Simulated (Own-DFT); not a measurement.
Simulation results for Hf36O71 (tetragonal hafnia with one neutral oxygen vacancy, atoms displaced)

A calculation, not a measurement: plane-wave PBE and HSE06 DFT by an unreviewed code, no spin, of a simulated cell at Gamma alone, so results move with cell size and shape, stress positive in tension, energies less offsets, not probed for a lower state with spin; hafnium file: forces about 75 meV/angstrom off all-electron values; oxygen file: force components 24 meV/angstrom off all-electron in a glass; k mesh not checked against a denser one; forces and stress are PBE's, HSE06 gives the energy alone, and its difference from PBE has offsets of its own; offsets are fitted by least squares, one for each functional and potential file, so energies compare only between cells with the same atoms and settings and are not formation energies; the far tail of each file's local potential was reset to the Coulomb form; each entry is a single point on an unrelaxed cell, so the pressure reflects the starting lattice, taken from the Materials Project, from which strain is counted, and rises with the displacements; printed positions are rounded, which can move forces by about a meV/angstrom; the program is a retired in-house code; no spin-orbit coupling. Program: Own-DFT development build.

Common to all runs: first functional PBE; second functional HSE06; exact exchange share 0.25; screening 0.11 1/bohr; exchange divergence Gygi-Baldereschi; potential files PseudoDojo norm-conserving, scalar-relativistic, made for PBE, standard set; wave cutoff 48 hartree; occupations fixed; k mesh 1 x 1 x 1 centred on Gamma.

(1) Hf36O71 (tetragonal hafnia with one neutral oxygen vacancy, atoms displaced)

```
CELL_PARAMETERS angstrom
10.78000 0.00000 0.00000
0.00000 10.78000 0.00000
0.00000 0.00000 10.44930
ATOMIC_POSITIONS crystal
Hf 0.99781 0.00075 0.99409
Hf 0.16900 0.17389 0.25741
O 0.99764 0.16048 0.14184
O 0.16079 0.00366 0.34344
O 0.97476 0.16938 0.41452
O 0.17173 0.99972 0.09470
Hf 0.01790 0.98358 0.50756
Hf 0.17183 0.16170 0.75384
O 0.99776 0.15748 0.64810
O 0.17716 0.00282 0.83365
O 0.99096 0.15923 0.89632
O 0.17905 0.01014 0.60489
Hf 0.00270 0.33398 0.00241
Hf 0.16118 0.50398 0.24757
O 0.00101 0.51375 0.15343
O 0.15576 0.33387 0.34545
O 0.00552 0.50154 0.41323
O 0.17629 0.33420 0.10580
Hf 0.99878 0.34056 0.50512
Hf 0.16429 0.49653 0.74356
O 0.00111 0.51486 0.64649
O 0.17374 0.32114 0.85648
O 0.98440 0.51095 0.91486
O 0.16300 0.32735 0.61272
Hf 0.01273 0.67088 0.00052
Hf 0.16690 0.82021 0.24684
O 0.00729 0.83201 0.15639
O 0.17200 0.67109 0.36109
O 0.00076 0.83125 0.41083
O 0.17509 0.67818 0.09432
Hf 0.98476 0.67050 0.51842
Hf 0.14174 0.82026 0.74895
O 0.99423 0.82947 0.65202
O 0.16194 0.66782 0.85537
O 0.00990 0.83701 0.89536
O 0.16501 0.66940 0.61074
Hf 0.32929 0.00762 0.00234
Hf 0.49337 0.17338 0.25160
O 0.33402 0.17528 0.14767
O 0.49357 0.01436 0.35047
O 0.34103 0.16823 0.40027
Hf 0.33035 0.00381 0.50074
Hf 0.49117 0.17402 0.74676
O 0.32942 0.17135 0.65297
O 0.50561 0.00353 0.85332
O 0.33353 0.16941 0.90855
O 0.49603 0.00523 0.60522
Hf 0.33661 0.33516 0.01465
Hf 0.49181 0.48737 0.24390
O 0.32395 0.48572 0.15720
O 0.50110 0.33223 0.34937
O 0.32806 0.49789 0.39868
O 0.48848 0.34968 0.09089
Hf 0.33660 0.33145 0.50634
Hf 0.50805 0.49805 0.76013
O 0.32792 0.49662 0.66217
O 0.48583 0.33193 0.84502
O 0.32397 0.51130 0.89530
O 0.49083 0.33925 0.59495
Hf 0.34761 0.65411 0.99228
Hf 0.49447 0.83587 0.24872
O 0.33839 0.83722 0.15700
O 0.51119 0.65779 0.34595
O 0.32103 0.83961 0.41004
O 0.49012 0.68057 0.08807
Hf 0.34019 0.66156 0.49335
Hf 0.50136 0.83953 0.73825
O 0.33388 0.83320 0.64807
O 0.50198 0.66779 0.84324
O 0.33344 0.83991 0.89376
O 0.51134 0.66979 0.60212
Hf 0.65986 0.99056 0.01108
Hf 0.83166 0.16609 0.24689
O 0.66829 0.16679 0.15834
O 0.82959 0.99942 0.36172
O 0.66286 0.16727 0.39821
O 0.82908 0.00044 0.09094
Hf 0.66785 0.99732 0.49774
Hf 0.83531 0.16949 0.75482
O 0.66870 0.18379 0.66272
O 0.84530 0.99539 0.84014
O 0.65550 0.16207 0.89906
O 0.82903 0.00813 0.60224
Hf 0.67815 0.31911 0.00966
Hf 0.84224 0.49705 0.24764
O 0.66780 0.49854 0.16549
O 0.82791 0.34033 0.34656
O 0.67275 0.51174 0.41160
O 0.83179 0.33124 0.10568
Hf 0.66521 0.33227 0.49752
Hf 0.82892 0.50738 0.75112
O 0.67026 0.49189 0.64554
O 0.83853 0.33882 0.84620
O 0.67598 0.50488 0.91560
O 0.84067 0.32701 0.59796
Hf 0.67258 0.67948 0.99281
Hf 0.83093 0.83304 0.24929
O 0.67247 0.83634 0.14573
O 0.82642 0.67292 0.35481
O 0.67209 0.83652 0.38826
O 0.82947 0.66967 0.08042
Hf 0.66987 0.67299 0.48926
Hf 0.82808 0.83261 0.75043
O 0.67330 0.83931 0.65730
O 0.82171 0.66951 0.85153
O 0.65584 0.83139 0.89938
O 0.83760 0.66393 0.61128
```

| Item | Value |
| --- | --- |
| PBE energy of cell above offsets | -89.914 eV |
| HSE06 less PBE above offsets | 0.511 eV |
| PBE pressure | 4.27 GPa |
| PBE stress xx | -5.84 GPa |
| PBE stress yy | -2.85 GPa |
| PBE stress zz | -4.11 GPa |
| PBE stress yz | -0.38 GPa |
| PBE stress xz | -1.81 GPa |
| PBE stress xy | -0.35 GPa |

Force:
| element | x (eV/Å) | y (eV/Å) | z (eV/Å) |
| --- | --- | --- | --- |
| Hf | 0.478 | 0.499 | 0.597 |
| Hf | -1.062 | -1.491 | -1.303 |
| O | 0.601 | 0.949 | 1 |
| O | -0.206 | 0.027 | 0.8 |
| O | 1.392 | -0.204 | -1.306 |
| O | -1.379 | 0.201 | -0.156 |
| Hf | -2.6 | 4.996 | -0.343 |
| Hf | -2.042 | 1.189 | -0.904 |
| O | 1.011 | 0.104 | 1.624 |
| O | -0.938 | -1.86 | 1.897 |
| O | 0.447 | 2.006 | 1.061 |
| O | -1.87 | -1.08 | -1.192 |
| Hf | 0.835 | -1.04 | -1.471 |
| Hf | 0.678 | -0.05 | 2.425 |
| O | 0.509 | -0.554 | -0.511 |
| O | 0.194 | 0.497 | 0.689 |
| O | -0.593 | 1.447 | -1.781 |
| O | -3.804 | 0.069 | 0.124 |
| Hf | 0.262 | -2.828 | 0.143 |
| Hf | 0.754 | -0.046 | 1.295 |
| O | -0.742 | -1.311 | 1.703 |
| O | -1.698 | 2.5 | 0.603 |
| O | 0.793 | -2.248 | -0.768 |
| O | 0.118 | 1.202 | -1.458 |
| Hf | -0.72 | 0.915 | -0.056 |
| Hf | 1.545 | 1.879 | 0.798 |
| O | -2.081 | -0.152 | -0.523 |
| O | 0.074 | -1.366 | -1.535 |
| O | 0.018 | -1.011 | -0.915 |
| O | 0.373 | -0.958 | 1.445 |
| Hf | 4.024 | -1.205 | -3.015 |
| Hf | 7.12 | 0.937 | 1.949 |
| O | -1.815 | 0.814 | -1.661 |
| O | -1.036 | -1.199 | -0.424 |
| O | -0.721 | -0.701 | 0.717 |
| O | 0.077 | -0.047 | -0.88 |
| Hf | 1.28 | -2.314 | -1.864 |
| Hf | 0.893 | -2.252 | 0.275 |
| O | 0.027 | -0.446 | 0.982 |
| O | 0.33 | -2.393 | -0.866 |
| O | -1.285 | 1.25 | -0.17 |
| Hf | 1.335 | -1.16 | 0.488 |
| Hf | 1.868 | -2.047 | 1.344 |
| O | 0.904 | 0.431 | -1.02 |
| O | -0.29 | 0.046 | -0.268 |
| O | 0.342 | -0.167 | -0.348 |
| O | 0.889 | -0.082 | -0.918 |
| Hf | -3.603 | -0.867 | -5.104 |
| Hf | 1.794 | 1.98 | 0.951 |
| O | 0.882 | 1.68 | -0.698 |
| O | 0.101 | 1.196 | 0.151 |
| O | 0.436 | -0.615 | 0.4 |
| O | 5.787 | -0.409 | 2.238 |
| Hf | -2.343 | 0.417 | 0.073 |
| Hf | -0.407 | 0.691 | -1.23 |
| O | 1.479 | 0.364 | -1.56 |
| O | 0.562 | 1.37 | 0.561 |
| O | 0.497 | -3.645 | 0.012 |
| O | 1.941 | -0.191 | 0.36 |
| Hf | -3.047 | 5.376 | -1.459 |
| Hf | 0.677 | 0.375 | 0.05 |
| O | -0.759 | 0.748 | 0.37 |
| O | -1.479 | 1.136 | -0.245 |
| O | 1.276 | -1.193 | -1.092 |
| O | 3.614 | -0.788 | 2.383 |
| Hf | -0.691 | 1.838 | 1.999 |
| Hf | -2.725 | 0.247 | 1.915 |
| O | -0.052 | -0.28 | -0.047 |
| O | -0.111 | -0.755 | 0.159 |
| O | 0.383 | -0.93 | 1.598 |
| O | -0.879 | -0.173 | -1.224 |
| Hf | -1.828 | 0.824 | -1.936 |
| Hf | 1.967 | -0.805 | 2.953 |
| O | -1.648 | 0.608 | -1.352 |
| O | -0.076 | -0.62 | -2.564 |
| O | 0.198 | 0.12 | 0.854 |
| O | 1.033 | -0.007 | 0.801 |
| Hf | 1.35 | 1.273 | 0.391 |
| Hf | 0.804 | -1.009 | -2.074 |
| O | -1.507 | 0.261 | -1.152 |
| O | -0.472 | -0.257 | 1.055 |
| O | 1.538 | 1.027 | 2.082 |
| O | -0.036 | -0.99 | -0.746 |
| Hf | -1.928 | 1.328 | -2.125 |
| Hf | -3.051 | 1.09 | 1.55 |
| O | -0.306 | -0.383 | -0.124 |
| O | -0.092 | -0.441 | -0.261 |
| O | 0.024 | -2.621 | -0.363 |
| O | 2.009 | 0.249 | -0.189 |
| Hf | 1.494 | 0.421 | 0.965 |
| Hf | -0.084 | -0.811 | 0.492 |
| O | -0.407 | -0.125 | 1.822 |
| O | -0.184 | -0.39 | 1.278 |
| O | -1.019 | -2.018 | -1.046 |
| O | -1.159 | 0.907 | 0.054 |
| Hf | -1.67 | -2.179 | 0.882 |
| Hf | 0.645 | 1.003 | 0.659 |
| O | -1.435 | 0.036 | 0.202 |
| O | 1.398 | -0.657 | -0.881 |
| O | -1.217 | 0.376 | 0.982 |
| O | 2.273 | 0.345 | 2.511 |
| Hf | -0.836 | -0.568 | 0.995 |
| Hf | -0.144 | 1.22 | 0.867 |
| O | -0.994 | -0.065 | -2.069 |
| O | 0.439 | 0.833 | -1.195 |
| O | 0.795 | 2.242 | -0.537 |
| O | -3.495 | 0.464 | 0.36 |

(2) Hf36O71 (tetragonal hafnia with one neutral oxygen vacancy, atoms displaced)

```
CELL_PARAMETERS angstrom
10.78000 0.00000 0.00000
0.00000 10.78000 0.00000
0.00000 0.00000 10.44930
ATOMIC_POSITIONS crystal
Hf 0.99638 0.01005 0.99320
Hf 0.16285 0.16647 0.25056
O 0.99547 0.16061 0.15849
O 0.15225 0.99592 0.34398
O 0.00863 0.17995 0.40554
O 0.16189 0.00090 0.10498
Hf 0.00205 0.98856 0.50344
Hf 0.15521 0.16766 0.74819
O 0.97980 0.16036 0.65492
O 0.17008 0.01071 0.85308
O 0.02117 0.16567 0.89276
O 0.17199 0.99644 0.59325
Hf 0.01419 0.33401 0.00027
Hf 0.16923 0.50353 0.23309
O 0.00109 0.51448 0.15227
O 0.15812 0.33707 0.33900
O 0.00042 0.49704 0.39968
O 0.17125 0.34524 0.10940
Hf 0.99296 0.33886 0.50689
Hf 0.16829 0.50212 0.75001
O 0.00247 0.49398 0.65246
O 0.16236 0.33867 0.84973
O 0.00138 0.51485 0.90184
O 0.15982 0.35591 0.59453
Hf 0.00843 0.65866 0.00590
Hf 0.15573 0.82823 0.25589
O 0.99289 0.83659 0.15990
O 0.15283 0.67163 0.35188
O 0.00422 0.83175 0.40648
O 0.16342 0.67154 0.09567
Hf 0.01083 0.67317 0.49959
Hf 0.18139 0.82368 0.74628
O 0.00181 0.84065 0.65768
O 0.17243 0.65865 0.84111
O 0.00651 0.83457 0.89941
Hf 0.33732 0.00378 0.98416
Hf 0.51989 0.16012 0.25198
O 0.33072 0.16588 0.16269
O 0.49639 0.99635 0.34364
O 0.34348 0.17109 0.40222
O 0.50405 0.00802 0.09711
Hf 0.32647 0.98981 0.50137
Hf 0.50971 0.17124 0.74403
O 0.32953 0.16069 0.64178
O 0.50532 0.00917 0.84967
O 0.34281 0.17754 0.90093
O 0.50399 0.98799 0.59472
Hf 0.33269 0.33164 0.01738
Hf 0.49466 0.49632 0.24412
O 0.34103 0.50529 0.15702
O 0.49425 0.32277 0.33694
O 0.33961 0.49729 0.39917
O 0.50345 0.34394 0.09262
Hf 0.33879 0.33769 0.49374
Hf 0.49199 0.49938 0.75470
O 0.33637 0.50021 0.66519
O 0.49885 0.33798 0.83787
O 0.34282 0.49957 0.91196
O 0.49987 0.33442 0.60151
Hf 0.33449 0.66017 0.99590
Hf 0.50007 0.82801 0.24036
O 0.33878 0.83140 0.15299
O 0.51198 0.65998 0.34368
O 0.31301 0.82810 0.40025
O 0.49364 0.67557 0.10181
Hf 0.32633 0.66442 0.50236
Hf 0.50635 0.84032 0.74265
O 0.33639 0.83760 0.65278
O 0.50513 0.66865 0.84800
O 0.33264 0.82041 0.89965
O 0.50311 0.67653 0.60578
Hf 0.65086 0.00391 0.00370
Hf 0.83133 0.16770 0.24161
O 0.65601 0.15730 0.15414
O 0.82761 0.00191 0.35356
O 0.65328 0.16508 0.40578
O 0.83395 0.99185 0.10257
Hf 0.66330 0.99647 0.49432
Hf 0.83057 0.15853 0.75690
O 0.66603 0.16981 0.66849
O 0.84008 0.00347 0.84454
O 0.67211 0.15849 0.91573
O 0.83647 0.99496 0.59857
Hf 0.65085 0.33210 0.00491
Hf 0.82341 0.48996 0.24916
O 0.67893 0.50750 0.14760
O 0.83343 0.33232 0.34644
O 0.65928 0.50345 0.40095
O 0.83269 0.33180 0.09040
Hf 0.67252 0.32199 0.50086
Hf 0.83994 0.49894 0.74424
O 0.66377 0.49731 0.64393
O 0.83941 0.32648 0.84422
O 0.65622 0.49408 0.90440
O 0.82663 0.33105 0.61905
Hf 0.66874 0.68633 0.00431
Hf 0.82275 0.83263 0.25993
O 0.68625 0.84064 0.16393
O 0.82897 0.67119 0.34846
O 0.65455 0.82788 0.40302
O 0.82849 0.67327 0.11669
Hf 0.67038 0.67755 0.51041
Hf 0.83466 0.84302 0.74344
O 0.67072 0.83307 0.65336
O 0.83016 0.67304 0.84968
O 0.66406 0.82292 0.90209
O 0.82026 0.67189 0.60366
```

| Item | Value |
| --- | --- |
| PBE stress zz | — |

To be estimated
1. What PBE stress zz does the calculation give for Hf36O71 (tetragonal hafnia with one neutral oxygen vacancy, atoms displaced) (entry 2)?

Answers
1. -5.84 GPa

Further results for Hf36O71 (tetragonal hafnia with one neutral oxygen vacancy, atoms displaced) (entry 2):

| Item | Value |
| --- | --- |
| PBE energy of cell above offsets | -86.506 eV |
| HSE06 less PBE above offsets | 0.610 eV |
| PBE pressure | 5.76 GPa |
| PBE stress xx | -7.81 GPa |
| PBE stress yy | -3.62 GPa |
| PBE stress yz | 0.73 GPa |
| PBE stress xz | 0.56 GPa |
| PBE stress xy | 0.13 GPa |

Force:
| element | x (eV/Å) | y (eV/Å) | z (eV/Å) |
| --- | --- | --- | --- |
| Hf | 0.728 | -3.793 | 2.033 |
| Hf | 0.596 | -1.04 | 1.88 |
| O | 0.392 | 1.138 | -1.75 |
| O | 0.497 | 0.994 | 1.106 |
| O | -0.602 | -1.997 | 0.455 |
| O | 0.858 | 0.37 | -1.897 |
| Hf | 0.055 | 2.717 | -0.62 |
| Hf | 1.365 | 0.188 | -1.269 |
| O | 3.995 | 0.128 | -0.786 |
| O | 1.459 | -1.456 | -1.035 |
| O | -1.419 | 1.64 | 1.776 |
| O | -2.147 | 0.012 | 1.266 |
| Hf | -2.871 | 0.686 | -1.412 |
| Hf | -1.768 | -0.564 | 3.917 |
| O | -0.212 | -1.28 | -0.616 |
| O | 1.178 | 0.769 | -0.096 |
| O | -0.386 | 1.158 | 1.104 |
| O | -0.889 | -0.423 | -1.419 |
| Hf | 0.664 | 0.048 | -1.133 |
| Hf | -0.724 | -2.058 | -0.858 |
| O | -0.423 | 1.759 | -0.023 |
| O | 0.047 | -0.324 | 0.659 |
| O | 0.153 | -3.842 | -0.733 |
| O | 1.531 | -1.606 | -0.051 |
| Hf | -4.742 | 4.299 | 0.285 |
| Hf | 0.348 | 2.56 | -2.703 |
| O | 0.847 | -0.46 | 0.417 |
| O | 0.753 | -2.778 | 0.858 |
| O | -0.38 | -0.075 | 0.314 |
| O | 2.78 | -0.568 | 0.813 |
| Hf | -1.767 | -2.273 | -0.395 |
| Hf | -2.866 | 1.298 | 2.048 |
| O | 1.327 | -0.883 | -1.277 |
| O | 0.343 | 1.609 | 0.294 |
| O | 0.392 | 0.193 | 0.777 |
| Hf | -2.286 | -0.141 | 1.916 |
| Hf | -8.272 | -0.654 | 3.61 |
| O | 1.118 | 0.882 | -1.835 |
| O | 0.451 | -0.793 | 0.23 |
| O | -1.471 | -1.226 | 0.809 |
| O | -3.038 | -0.957 | 0.606 |
| Hf | 1.916 | 2.775 | -1.613 |
| Hf | -4.997 | 1.345 | 0.791 |
| O | 0.227 | 0.231 | 1.636 |
| O | -0.573 | -1.517 | -0.059 |
| O | -0.418 | -0.478 | 0.93 |
| O | -0.543 | 0.549 | 0.29 |
| Hf | 0.699 | -1.057 | -2.284 |
| Hf | 4.584 | 0.951 | 3.076 |
| O | -2.554 | -0.013 | -1.968 |
| O | 0.498 | 2.285 | 0.277 |
| O | -0.416 | 1.871 | 0.266 |
| O | -2.932 | -0.2 | 2.11 |
| Hf | -0.751 | -2.803 | 0.497 |
| Hf | 4.802 | 1.58 | 0.147 |
| O | -2.055 | 0.901 | -2.21 |
| O | 0.585 | -2.526 | 1.57 |
| O | -0.624 | -1.618 | -0.181 |
| O | 0.145 | -0.702 | -1.391 |
| Hf | 1.059 | 1.909 | 0.895 |
| Hf | 0.22 | -0.973 | 1.708 |
| O | -1.464 | 0.584 | -0.157 |
| O | -1.665 | 1.261 | -0.449 |
| O | 1.095 | -0.726 | 1.024 |
| O | 1.605 | -0.263 | -0.697 |
| Hf | 1.899 | 0.143 | -0.418 |
| Hf | 0.157 | -2.2 | 1.04 |
| O | 0.354 | -0.335 | -0.951 |
| O | -0.865 | 0.33 | -0.003 |
| O | -0.2 | 2.664 | -0.612 |
| O | -1.917 | 0.21 | -0.988 |
| Hf | 4.421 | -2.092 | -0.645 |
| Hf | 1.109 | -1.126 | 0.681 |
| O | 5.864 | 0.899 | -2.624 |
| O | -0.036 | 1.146 | 0.239 |
| O | 0.72 | -0.766 | -0.205 |
| O | -0.55 | 2.226 | -1.357 |
| Hf | 0.813 | -1.397 | -0.112 |
| Hf | -0.327 | 3.209 | -0.084 |
| O | 1.622 | -0.687 | -2.723 |
| O | 0.024 | -1.636 | 1.582 |
| O | -0.413 | 2.093 | -1.02 |
| O | -1.796 | -0.229 | -0.433 |
| Hf | 5.275 | 2.277 | -3.912 |
| Hf | 1.263 | 3.54 | 0.873 |
| O | -3.476 | -1.297 | -0.246 |
| O | -1.023 | -1.748 | 0.924 |
| O | 1.004 | -2.134 | 0.198 |
| O | 0.509 | -0.58 | 0.852 |
| Hf | -0.771 | 4.921 | 1.274 |
| Hf | -3.242 | 0.376 | 1.591 |
| O | 0.368 | 0.165 | 1.202 |
| O | 0.893 | 0.778 | 1.031 |
| O | 0.469 | 0.334 | 0.603 |
| O | 0.353 | 0.233 | -3.089 |
| Hf | 1.424 | -6.05 | 1.335 |
| Hf | 5.864 | -0.799 | 0.851 |
| O | -8.114 | 0.106 | -4.134 |
| O | 0.323 | -1.437 | 1.63 |
| O | 0.5 | 2.419 | 0.126 |
| O | 0.911 | -0.291 | -2.349 |
| Hf | -1.985 | -3.723 | -1.907 |
| Hf | 1.038 | -2.38 | 1.976 |
| O | -0.555 | 1.024 | -0.345 |
| O | 0.027 | -0.6 | -0.318 |
| O | -0.543 | 5.945 | -1.63 |
| O | 4.552 | -0.158 | 0.622 |
